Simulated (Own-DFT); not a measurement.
# Computed records: Al31GaO48 (corundum with substituted atoms, atoms displaced), Al32O47 (corundum with one vacancy, atoms displaced)

Computed with Own-DFT development build. A calculation, not a measurement: plane-wave PBE density functional theory by an unreviewed code, no spin, of a simulated periodic cell, stress positive in tension, free energy of the whole cell less one offset for each atom, defect cell not probed for a lower state with spin; oxygen file: force components 24 meV/angstrom off all-electron in one glass; forces on such cells passed a denser k mesh, this cell's mesh not checked; offsets are fitted by least squares, one for each functional and potential file, so energies compare only between cells with the same atoms and settings and are not formation energies; the far tail of each file's local potential was reset to the Coulomb form; each entry is a single point on an unrelaxed cell, so the pressure reflects the starting lattice, mostly measured values, from which strain is counted, and rises with the displacements; printed positions are rounded, which can move forces by about a meV/angstrom; the program is a retired in-house code; no spin-orbit coupling; before rounding, a Quantum ESPRESSO 7.3.1 run of the same cell and cutoff gave forces within 1 meV/angstrom rms on each cell, which checks the program and not the settings.

Common to all runs: functional PBE; potential files PseudoDojo norm-conserving, scalar-relativistic, standard set; wave cutoff 72 hartree; occupations Fermi-Dirac; smearing width 0.1 eV; k mesh 3 x 3 x 3 centred on Gamma.

```yaml
- entry: 1
  formula: Al31GaO48
  kind: "corundum with substituted atoms, atoms displaced"
  structure:
    cell_angstrom:
      - [5.494, 0.0, 8.6604]
      - [-2.747, 4.7579, 8.6604]
      - [-2.747, -4.7579, 8.6604]
    atoms_fractional:
      - [Al, 0.17828, 0.17485, 0.1716]
      - [Al, 0.32165, 0.325, 0.3243]
      - [Al, 0.43212, 0.42601, 0.42317]
      - [Ga, 0.07409, 0.07421, 0.07509]
      - [O, 0.27492, 0.47769, 0.12924]
      - [O, 0.47119, 0.12715, 0.27663]
      - [O, 0.13148, 0.27782, 0.46807]
      - [O, 0.21395, 0.02236, 0.3833]
      - [O, 0.02934, 0.36919, 0.22247]
      - [O, 0.36939, 0.22802, 0.0277]
      - [Al, 0.17864, 0.17061, 0.6743]
      - [Al, 0.3205, 0.32906, 0.82258]
      - [Al, 0.42247, 0.42437, 0.92686]
      - [Al, 0.07598, 0.07783, 0.57107]
      - [O, 0.28018, 0.46617, 0.6199]
      - [O, 0.47577, 0.1273, 0.77524]
      - [O, 0.1235, 0.27481, 0.97703]
      - [O, 0.21968, 0.02536, 0.88175]
      - [O, 0.02685, 0.37693, 0.71857]
      - [O, 0.36434, 0.22671, 0.53271]
      - [Al, 0.17983, 0.66589, 0.17633]
      - [Al, 0.32241, 0.82738, 0.32035]
      - [Al, 0.42859, 0.92181, 0.42533]
      - [Al, 0.0761, 0.5695, 0.08069]
      - [O, 0.27862, 0.97459, 0.12458]
      - [O, 0.47082, 0.62043, 0.27811]
      - [O, 0.12707, 0.774, 0.46992]
      - [O, 0.22168, 0.52746, 0.37819]
      - [O, 0.02973, 0.87439, 0.22377]
      - [O, 0.3663, 0.72587, 0.02716]
      - [Al, 0.17909, 0.67622, 0.67046]
      - [Al, 0.32677, 0.82429, 0.81748]
      - [Al, 0.42973, 0.92262, 0.92745]
      - [Al, 0.07218, 0.5753, 0.57492]
      - [O, 0.2764, 0.96974, 0.62641]
      - [O, 0.46778, 0.63074, 0.7832]
      - [O, 0.11794, 0.7805, 0.97472]
      - [O, 0.22598, 0.53124, 0.87362]
      - [O, 0.02391, 0.87326, 0.7228]
      - [O, 0.37672, 0.71321, 0.53761]
      - [Al, 0.67395, 0.1709, 0.18054]
      - [Al, 0.81728, 0.32309, 0.33137]
      - [Al, 0.92501, 0.42566, 0.42957]
      - [Al, 0.57081, 0.07315, 0.06901]
      - [O, 0.77032, 0.48298, 0.12032]
      - [O, 0.96707, 0.12187, 0.27755]
      - [O, 0.62609, 0.28369, 0.4627]
      - [O, 0.72388, 0.02909, 0.37149]
      - [O, 0.52884, 0.37354, 0.22156]
      - [O, 0.87862, 0.21803, 0.02603]
      - [Al, 0.67625, 0.17751, 0.67932]
      - [Al, 0.8228, 0.32106, 0.82426]
      - [Al, 0.92454, 0.42849, 0.92544]
      - [Al, 0.57528, 0.06777, 0.57741]
      - [O, 0.77147, 0.47061, 0.6261]
      - [O, 0.97101, 0.12662, 0.77863]
      - [O, 0.62336, 0.27909, 0.97095]
      - [O, 0.71905, 0.02231, 0.88655]
      - [O, 0.52131, 0.37275, 0.7212]
      - [O, 0.8716, 0.2242, 0.52927]
      - [Al, 0.67553, 0.67602, 0.17853]
      - [Al, 0.8273, 0.82249, 0.32846]
      - [Al, 0.93031, 0.92175, 0.42729]
      - [Al, 0.57146, 0.56975, 0.0822]
      - [O, 0.7801, 0.97, 0.12332]
      - [O, 0.97374, 0.62858, 0.26855]
      - [O, 0.62456, 0.77599, 0.46903]
      - [O, 0.72527, 0.52565, 0.37195]
      - [O, 0.53436, 0.87261, 0.21518]
      - [O, 0.87386, 0.7212, 0.0305]
      - [Al, 0.67458, 0.67865, 0.67283]
      - [Al, 0.8225, 0.82322, 0.82913]
      - [Al, 0.92506, 0.92364, 0.9307]
      - [Al, 0.57361, 0.57607, 0.56952]
      - [O, 0.77609, 0.9752, 0.62685]
      - [O, 0.97664, 0.62221, 0.78466]
      - [O, 0.62305, 0.77126, 0.97582]
      - [O, 0.71901, 0.52121, 0.88379]
      - [O, 0.5267, 0.87759, 0.71971]
      - [O, 0.87366, 0.72292, 0.53212]
  results:
    "free_energy_of_cell_above_offsets [eV]": "-55.964"
    "pressure [GPa]": 9.14
    "stress_xx [GPa]": -9.36
    "stress_yy [GPa]": -9.5
    "stress_zz [GPa]": -8.56
    "stress_yz [GPa]": -0.16
    "stress_xz [GPa]": -0.04
    "stress_xy [GPa]": 0.38
    force_element: [Al, Al, Al, Ga, O, O, O, O, O, O, Al, Al, Al, Al, O, O, O, O, O, O, Al, Al, Al, Al, O, O, O, O, O, O, Al, Al, Al, Al, O, O, O, O, O, O, Al, Al, Al, Al, O, O, O, O, O, O, Al, Al, Al, Al, O, O, O, O, O, O, Al, Al, Al, Al, O, O, O, O, O, O, Al, Al, Al, Al, O, O, O, O, O, O]
    "force_x [eV/angstrom]": [-1.069, 0.582, -0.864, -0.26, 1.34, -0.059, -1.315, 1.336, -0.291, 0.565, -1.177, 0.175, 0.106, -0.704, -1.03, -0.29, 0.125, 2.22, -0.247, 2.04, -1.263, 0.324, -0.558, -0.323, 1.189, -0.933, 0.024, -0.006, 0.047, 1.195, -1.018, -1.93, -0.65, 0.963, 0.352, 1.589, 1.24, -0.252, 0.172, 0.016, 0.667, 1.699, 0.509, -0.577, 1.092, -1.122, -0.287, -0.571, -0.255, -1.939, 0.044, -0.387, -0.175, -0.571, 0.128, 0.601, -0.234, 0.884, 0.269, 0.332, 1.138, 0.515, -0.548, 0.196, -0.951, -1.151, 0.327, -0.727, -1.841, 0.123, -0.395, 0.336, 0.278, 0.385, 0.416, 0.171, -0.126, 0.299, 0.327, -0.241]
    "force_y [eV/angstrom]": [-0.403, -0.136, -0.641, -0.22, -0.341, -0.696, -0.373, 0.747, 0.119, -0.633, -0.239, -0.135, 0.578, -1.126, -0.262, -0.682, 1.958, 1.806, -0.167, -0.351, 1.375, -0.65, 0.592, 1.217, -0.645, 0.841, -0.119, 0.604, -2.228, -0.454, -0.782, -1.165, 0.29, -0.712, 0.547, -0.463, 0.184, -0.185, 0.75, 1.798, 1.145, 1.261, 0.542, -0.289, -1.721, -0.333, -1.473, -1.177, -0.552, 0.874, -0.556, -0.107, -0.545, 1.46, 0.209, 0.058, -0.074, 1.734, 0.761, -0.25, 0.138, 1.337, 0.691, 1.131, -0.572, -1.842, -0.057, -0.16, -0.628, -0.295, -1.575, -0.22, 0.144, -1.292, -0.189, 0.509, 1.175, 1.464, -0.317, -0.007]
    "force_z [eV/angstrom]": [-0.063, 1.226, -1.382, -1.442, -1.508, -0.767, -1.268, 0.045, 0.601, 0.215, 1.256, -0.882, 1.097, -0.642, 1.4, -0.373, 1.055, -1.219, -0.094, 0.46, 1.6, -0.494, 0.178, -1.199, 1.062, 1.386, 0.66, -0.695, -1.149, 1.115, 0.162, 0.874, -0.654, -0.144, -0.236, -1.294, 0.326, -0.514, 0.693, -0.472, -0.057, -0.385, -0.36, 1.782, 0.639, 2.169, -0.029, 0.127, -0.32, -0.845, -0.846, 1.116, -0.49, 0.461, 0.502, -0.754, -0.608, -1.173, 1.441, 0.434, -0.774, -0.728, 0.086, -0.855, 0.614, 0.495, 0.691, 0.481, 0.183, -0.11, 0.343, -0.14, -0.188, 0.145, -0.303, -0.858, 0.485, -0.498, -0.212, -0.579]
- entry: 2
  formula: Al32O47
  kind: "corundum with one vacancy, atoms displaced"
  structure:
    cell_angstrom:
      - [5.494, 0.0, 8.6604]
      - [-2.747, 4.7579, 8.6604]
      - [-2.747, -4.7579, 8.6604]
    atoms_fractional:
      - [Al, 0.17143, 0.18614, 0.1728]
      - [Al, 0.3292, 0.31877, 0.31171]
      - [Al, 0.42572, 0.42672, 0.41329]
      - [Al, 0.07195, 0.08013, 0.0642]
      - [O, 0.25812, 0.47789, 0.13744]
      - [O, 0.45702, 0.12693, 0.27641]
      - [O, 0.12372, 0.29309, 0.463]
      - [O, 0.22354, 0.02693, 0.38425]
      - [O, 0.03343, 0.37353, 0.21685]
      - [O, 0.38445, 0.22982, 0.0213]
      - [Al, 0.17886, 0.18084, 0.67194]
      - [Al, 0.32641, 0.32816, 0.8361]
      - [Al, 0.42973, 0.41571, 0.93489]
      - [Al, 0.08196, 0.06577, 0.58569]
      - [O, 0.29203, 0.4708, 0.61246]
      - [O, 0.47472, 0.12669, 0.77698]
      - [O, 0.11306, 0.27328, 0.976]
      - [O, 0.22753, 0.0235, 0.87743]
      - [O, 0.00825, 0.3896, 0.71419]
      - [O, 0.39168, 0.21786, 0.51963]
      - [Al, 0.17814, 0.68434, 0.17132]
      - [Al, 0.30987, 0.82627, 0.33267]
      - [Al, 0.43778, 0.90994, 0.43257]
      - [Al, 0.04516, 0.57772, 0.08858]
      - [O, 0.28736, 0.96104, 0.13316]
      - [O, 0.48854, 0.62139, 0.27277]
      - [O, 0.11825, 0.78116, 0.47012]
      - [O, 0.22885, 0.52894, 0.37522]
      - [O, 0.04615, 0.87565, 0.2089]
      - [O, 0.36026, 0.72817, 0.03908]
      - [Al, 0.15089, 0.67435, 0.68236]
      - [Al, 0.31003, 0.81072, 0.84351]
      - [Al, 0.42289, 0.93243, 0.92434]
      - [Al, 0.06349, 0.56315, 0.58833]
      - [O, 0.28536, 0.97796, 0.61927]
      - [O, 0.46397, 0.62591, 0.77141]
      - [O, 0.13551, 0.777, 0.95794]
      - [O, 0.22387, 0.52582, 0.85895]
      - [O, 0.03605, 0.87391, 0.72244]
      - [O, 0.38402, 0.72034, 0.51781]
      - [Al, 0.67214, 0.17301, 0.19216]
      - [Al, 0.8008, 0.32985, 0.33283]
      - [Al, 0.93263, 0.43074, 0.41275]
      - [Al, 0.5701, 0.07421, 0.08089]
      - [O, 0.76722, 0.47797, 0.13587]
      - [O, 0.96532, 0.13005, 0.29218]
      - [O, 0.61962, 0.27307, 0.49176]
      - [O, 0.71658, 0.00962, 0.38372]
      - [O, 0.54916, 0.36335, 0.22533]
      - [O, 0.87458, 0.22066, 0.02352]
      - [Al, 0.68174, 0.17845, 0.67378]
      - [Al, 0.81812, 0.32932, 0.81113]
      - [Al, 0.93226, 0.42652, 0.91548]
      - [Al, 0.56282, 0.07397, 0.57806]
      - [O, 0.76859, 0.45784, 0.63285]
      - [O, 0.62107, 0.2716, 0.98069]
      - [O, 0.73294, 0.01503, 0.87054]
      - [O, 0.52588, 0.38334, 0.72001]
      - [O, 0.85512, 0.2238, 0.53596]
      - [Al, 0.68762, 0.65809, 0.17346]
      - [Al, 0.80792, 0.82758, 0.33823]
      - [Al, 0.91332, 0.91887, 0.42951]
      - [Al, 0.58218, 0.58105, 0.06823]
      - [O, 0.77756, 0.96026, 0.14629]
      - [O, 0.98743, 0.61451, 0.28161]
      - [O, 0.64194, 0.77868, 0.47073]
      - [O, 0.72435, 0.52377, 0.38198]
      - [O, 0.55352, 0.84893, 0.22855]
      - [O, 0.88984, 0.70581, 0.01616]
      - [Al, 0.66641, 0.68235, 0.67329]
      - [Al, 0.82179, 0.83522, 0.82179]
      - [Al, 0.92515, 0.92445, 0.93603]
      - [Al, 0.55864, 0.56496, 0.58539]
      - [O, 0.78629, 0.97136, 0.6188]
      - [O, 0.98031, 0.61127, 0.77941]
      - [O, 0.62479, 0.78247, 0.9623]
      - [O, 0.72105, 0.5245, 0.86963]
      - [O, 0.5097, 0.88898, 0.72526]
      - [O, 0.87366, 0.73556, 0.51664]
  results:
    "free_energy_of_cell_above_offsets [eV]": "-45.208"
    "pressure [GPa]": 13.53
    "stress_xx [GPa]": -12.23
    "stress_yy [GPa]": -15.57
    "stress_zz [GPa]": -12.78
    "stress_yz [GPa]": -2.58
    "stress_xz [GPa]": -2.91
    "stress_xy [GPa]": -1.02
    force_element: [Al, Al, Al, Al, O, O, O, O, O, O, Al, Al, Al, Al, O, O, O, O, O, O, Al, Al, Al, Al, O, O, O, O, O, O, Al, Al, Al, Al, O, O, O, O, O, O, Al, Al, Al, Al, O, O, O, O, O, O, Al, Al, Al, Al, O, O, O, O, O, Al, Al, Al, Al, O, O, O, O, O, O, Al, Al, Al, Al, O, O, O, O, O, O]
    "force_x [eV/angstrom]": [0.27, -2.243, -0.642, -0.305, 3.494, 1.691, 0.21, 0.515, -1.336, -1.456, 0.643, 1.914, -1.552, -0.645, -1.848, -1.087, 1.669, -1.424, 1.785, -3.005, -1.16, 1.705, -0.586, 5.289, -0.768, -1.799, -0.475, -0.21, -2.556, 3.677, 3.705, 4.369, -0.01, 2.584, -0.461, -0.511, -5.071, -2.187, -0.319, -1.513, 2.428, 1.625, -1.586, 1.546, 3.872, 0.681, -0.131, -1.932, -1.456, -0.515, -2.422, 0.379, -1.812, 1.656, 0.069, 0.745, -2.52, 0.374, 4.49, -3.224, 6.185, 1.413, -1.053, 0.751, -2.722, -4.815, 0.627, -1.276, -3.385, -0.237, 0.633, 0.278, 1.682, -0.767, -2.269, 0.913, -1.279, 2.224, 0.476]
    "force_y [eV/angstrom]": [-2.932, -0.119, -0.872, -1.714, 1.259, -0.705, -1.946, 1.073, 0.044, -1.681, -0.169, 1.903, 2.269, 1.484, -1.016, -0.816, 0.596, 1.51, -2.466, 0.988, -3.011, -0.715, 0.775, -0.578, 2.372, -0.32, -1.13, 0.237, -0.01, 0.574, 1.47, 4.448, -0.331, 4.542, -0.989, -0.523, -2.989, -1.413, -0.839, -0.379, 0.851, -2.08, -2.655, -1.549, 0.464, 0.397, 1.89, 2.127, 1.501, -0.047, -1.547, -3.003, -2.182, -0.731, 2.736, 0.047, -0.052, -4.154, 1.461, 1.263, 1.078, 2.26, -0.165, 2.869, 1.969, -3.084, 1.152, 2.654, 1.724, -0.567, -0.067, 1.336, 2.475, -1.138, 0.845, -0.469, 0.308, -1.794, -4.009]
    "force_z [eV/angstrom]": [-0.901, 1.329, 2.468, 0.478, -0.559, 0.917, 0.004, -1.12, 0.198, -1.971, -0.176, -3.552, 0.701, -0.979, -0.418, 0.601, 2.017, -0.655, -0.341, -2.423, -1.002, 1.057, -1.105, 2.988, 0.147, -1.505, 0.144, -1.036, -0.045, 0.645, 2.365, 2.822, 0.323, 0.843, 0.165, 1.782, -2.571, 2.128, -1.08, -0.083, -1.334, 1.053, -0.524, -0.778, -2.377, -1.873, -2.3, 2.629, -0.647, 0.156, -1.974, 0.744, -1.108, 2.864, 0.271, 0.565, 2.441, -1.551, 3.67, 2.743, 0.611, 3.661, -1.315, -1.865, -0.342, -3.997, -0.367, 0.929, -0.894, 0.493, -1.698, 0.157, 1.002, -0.551, -0.564, 0.209, 1.014, -0.947, -0.807]
- entry: 3
  formula: Al32O47
  kind: "corundum with one vacancy, atoms displaced"
  structure:
    cell_angstrom:
      - [5.494, 0.0, 8.6604]
      - [-2.747, 4.7579, 8.6604]
      - [-2.747, -4.7579, 8.6604]
    atoms_fractional:
      - [Al, 0.17721, 0.17243, 0.18109]
      - [Al, 0.32122, 0.32574, 0.3294]
      - [Al, 0.41644, 0.42644, 0.42551]
      - [Al, 0.07323, 0.07507, 0.0683]
      - [O, 0.27381, 0.47935, 0.12772]
      - [O, 0.47289, 0.1258, 0.27414]
      - [O, 0.12462, 0.28629, 0.46961]
      - [O, 0.22165, 0.02816, 0.37962]
      - [O, 0.02834, 0.37437, 0.21419]
      - [O, 0.3735, 0.22425, 0.03516]
      - [Al, 0.17389, 0.17828, 0.68334]
      - [Al, 0.32112, 0.32544, 0.82707]
      - [Al, 0.4258, 0.4287, 0.92709]
      - [Al, 0.07235, 0.07517, 0.57674]
      - [O, 0.27684, 0.4684, 0.63009]
      - [O, 0.47778, 0.12637, 0.77302]
      - [O, 0.12426, 0.28593, 0.96449]
      - [O, 0.2253, 0.02823, 0.87257]
      - [O, 0.02422, 0.38234, 0.72027]
      - [O, 0.37184, 0.22552, 0.5274]
      - [Al, 0.17882, 0.67994, 0.17192]
      - [Al, 0.32838, 0.81607, 0.32151]
      - [Al, 0.42246, 0.92698, 0.4286]
      - [Al, 0.07125, 0.58179, 0.06778]
      - [O, 0.28155, 0.97037, 0.12556]
      - [O, 0.46889, 0.62824, 0.27943]
      - [O, 0.13038, 0.77381, 0.4683]
      - [O, 0.21947, 0.5303, 0.37762]
      - [O, 0.02624, 0.87499, 0.22514]
      - [O, 0.3794, 0.71875, 0.02454]
      - [Al, 0.17638, 0.67594, 0.67262]
      - [Al, 0.32986, 0.81814, 0.82556]
      - [Al, 0.42793, 0.92055, 0.9273]
      - [Al, 0.06878, 0.57489, 0.57767]
      - [O, 0.28151, 0.97054, 0.62257]
      - [O, 0.46986, 0.62274, 0.78098]
      - [O, 0.1306, 0.78575, 0.96158]
      - [O, 0.22133, 0.5306, 0.87384]
      - [O, 0.02382, 0.88232, 0.72572]
      - [O, 0.37976, 0.72212, 0.52796]
      - [Al, 0.68431, 0.17304, 0.17865]
      - [Al, 0.8202, 0.32634, 0.32684]
      - [Al, 0.9339, 0.42193, 0.42693]
      - [Al, 0.57777, 0.07923, 0.06736]
      - [O, 0.78536, 0.47236, 0.12019]
      - [O, 0.96855, 0.12381, 0.28384]
      - [O, 0.63215, 0.27264, 0.47229]
      - [O, 0.72326, 0.0268, 0.37454]
      - [O, 0.52732, 0.37101, 0.23131]
      - [O, 0.87556, 0.22397, 0.0222]
      - [Al, 0.67455, 0.17589, 0.6774]
      - [Al, 0.8239, 0.32589, 0.82258]
      - [Al, 0.93061, 0.42512, 0.92307]
      - [Al, 0.57666, 0.0692, 0.5741]
      - [O, 0.97408, 0.12381, 0.77812]
      - [O, 0.6258, 0.27489, 0.97709]
      - [O, 0.72164, 0.02968, 0.87436]
      - [O, 0.52258, 0.3813, 0.72084]
      - [O, 0.87598, 0.22551, 0.5231]
      - [Al, 0.67947, 0.67089, 0.17611]
      - [Al, 0.8198, 0.8265, 0.325]
      - [Al, 0.92126, 0.92653, 0.42913]
      - [Al, 0.57381, 0.57306, 0.08103]
      - [O, 0.77876, 0.97887, 0.11742]
      - [O, 0.97709, 0.62077, 0.28172]
      - [O, 0.62495, 0.78152, 0.47013]
      - [O, 0.72263, 0.53313, 0.36734]
      - [O, 0.53199, 0.87434, 0.21432]
      - [O, 0.87171, 0.72256, 0.0242]
      - [Al, 0.67903, 0.6768, 0.67283]
      - [Al, 0.82327, 0.82844, 0.81922]
      - [Al, 0.91796, 0.92523, 0.93021]
      - [Al, 0.56974, 0.57989, 0.57263]
      - [O, 0.78214, 0.97007, 0.62712]
      - [O, 0.9662, 0.62158, 0.78031]
      - [O, 0.62584, 0.78134, 0.96765]
      - [O, 0.71845, 0.52719, 0.88077]
      - [O, 0.52952, 0.87344, 0.72094]
      - [O, 0.87452, 0.72496, 0.52575]
  results:
    "stress_xx [GPa]": null
    "stress_yy [GPa]": null
    "pressure [GPa]": null
```

To be estimated
1. Estimate the stress xx of Al32O47 (corundum with one vacancy, atoms displaced) (entry 3).
2. What stress yy does the calculation give for Al32O47 (corundum with one vacancy, atoms displaced) (entry 3)?
3. Give the missing pressure for Al32O47 (corundum with one vacancy, atoms displaced) (entry 3).

## Answers
1. -7.5 GPa
2. -7.56 GPa
3. 7.3 GPa

Further results for Al32O47 (corundum with one vacancy, atoms displaced) (entry 3):

```
free energy of cell above offsets : -56.359 eV
stress zz                         : -6.85 GPa
stress yz                         : 0.19 GPa
stress xz                         : -0.51 GPa
stress xy                         : 0.35 GPa
```

Force:
```csv
element,x (eV/Å),y (eV/Å),z (eV/Å)
Al,-0.127,0.119,-0.159
Al,0.953,0.474,-1.166
Al,0.509,-0.718,1.898
Al,-0.239,-0.65,1.091
O,0.843,-0.001,-0.347
O,-0.357,-0.462,0.71
O,0.361,-1.264,-0.105
O,0.123,0.068,-0.534
O,-0.389,0.146,1.167
O,0.099,0.677,-0.863
Al,0.447,0.552,-1.183
Al,0.625,0.014,0.355
Al,-0.091,-0.73,-0.156
Al,0.202,0.178,0.346
O,0.085,0.81,-0.326
O,-0.709,-0.808,-0.445
O,0.481,-1.568,-0.258
O,-0.1,-0.435,0.46
O,0.555,-0.871,-0.589
O,0.261,-0.902,0.239
Al,-0.478,-0.65,-0.528
Al,-0.944,0.997,1.605
Al,0.453,1.079,-0.346
Al,0.351,-1.153,0.105
O,-0.356,0.53,-0.618
O,1.414,-0.892,-1.168
O,-0.873,-0.299,0.233
O,0.07,0.314,0.002
O,0.367,0.648,-0.185
O,-0.362,-0.113,0.628
Al,-0.167,-0.073,0.647
Al,-0.203,1.255,-0.583
Al,-0.152,0.745,0.82
Al,0.393,0.562,0.233
O,-0.64,-0.28,0.778
O,0.609,0.649,0.38
O,-1.29,-1.253,-0.568
O,-0.262,0.218,-0.035
O,1.05,-0.644,-1.522
O,-0.948,0.281,-1.087
Al,-1.165,0.887,-1.326
Al,0.966,0.285,0.204
Al,-1.528,0.533,-0.606
Al,-1.005,-1.138,-0.049
O,-0.992,-0.371,-0.446
O,0.661,0.488,-0.405
O,-1.178,0.348,-0.874
O,-0.21,-0.316,0.174
O,0.425,0.806,0.011
O,0.411,-0.548,0.72
Al,-0.113,0.806,0.297
Al,-0.499,0.777,-0.767
Al,-1.098,-0.143,-0.278
Al,-0.86,0.615,0.637
O,-0.269,0.336,0.351
O,-0.141,1.119,-0.007
O,-0.061,0.361,-0.145
O,0.72,-0.485,0.151
O,-0.183,-0.631,0.506
Al,-0.463,1.197,0.204
Al,1.125,0.017,-0.438
Al,1.056,0.407,0.598
Al,0.84,0.345,-0.57
O,0.095,-1.557,0.655
O,-0.72,1.219,-0.287
O,-0.03,-0.382,-0.045
O,-0.327,-1.19,0.679
O,-0.423,-0.206,0.447
O,0.503,0.081,1.049
Al,0.031,-1.153,-0.302
Al,0.099,-1.194,0.182
Al,1.229,0.878,0.563
Al,1.389,-0.608,0.158
O,0.036,0.58,-0.858
O,0.177,1.59,1.201
O,-0.04,-0.598,-0.215
O,0.116,0.459,-0.232
O,0.056,0.112,0.1
O,-0.196,-0.278,0.037
```
